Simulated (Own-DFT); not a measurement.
# Two functionals across a range of volumes: diamond-structure SiGeSn with randomly placed atoms, 64 atoms (Ge40Si16Sn8)

The numbers are computed, not measured, by runs of the plane-wave DFT program Own-DFT (in-house, retired, unreviewed) at fixed positions, with no spin and no spin-orbit coupling.

Limits: forces on such cells moved up to 12 meV/angstrom on a denser k mesh; stress not checked against mesh or cutoff.

Each geometry was run with PBE and with PBEsol, otherwise alike: PseudoDojo norm-conserving scalar-relativistic files made for PBE; cutoff 49 hartree; 3 x 3 x 3 k mesh centred on Gamma; Fermi-Dirac smearing of 0.1 eV. Unstrained cell vectors in Å: (11.410, 0.000, 0.000); (0.000, 11.410, 0.000); (0.000, 0.000, 11.410). Each has a uniform strain, of which the change of volume is shown, and random moves of rms u per axis. The random placing of the alloy's atoms differs from row to row.

| run | volume change (%) | u (Å) | P with PBE (GPa) | P with PBEsol (GPa) |
|---|---|---|---|---|
| 1 | -1.99 | 0.0532 | 6.27 | 3.54 |
| 2 | -1.49 | 0.0532 | 6.22 | 3.51 |
| 3 | 2.01 | 0.0507 | 3.45 | 0.92 |
| 4 | 0.50 | 0.0466 | 4.10 | 1.50 |
| 5 | -5.42 | 0.0493 | 10.05 | 7.13 |
| 6 | 4.04 | 0.0495 | 2.00 | -0.44 |
| 7 | 0.50 | 0.0526 | 4.60 | 2.00 |
| 8 | -5.91 | 0.0482 | 10.17 | 7.23 |
| 9 | 1.00 | 0.0490 | 3.91 | ? |

The question: by how much does PBEsol shrink this cell, and what belongs in the blank?

## Working it out

Write v for the change of volume as a fraction. Fitted to v and u², the PBE pressure has a slope of -85 ± 4 GPa in v, with the ions held to the strained lattice. The difference PBEsol less PBE is -2.63 + 5.1 v GPa (slope ± 0.1) and averages -2.68 GPa. Divided by the mean slope of the two, 83 GPa, that makes PBEsol's volume at a given pressure, near 5 GPa, about 3.2 % smaller, or 1.08 % in lengths. At one volume PBEsol's slope is the smaller by 5 GPa, but its pressure there is lower too. If stiffness rises by about 4 GPa for each GPa, PBEsol at equal pressure is stiffer by about 6 GPa. Files made for PBEsol would give a different shift.

For run 9 the line gives 1.33 GPa. The calculation gave 1.34 GPa.
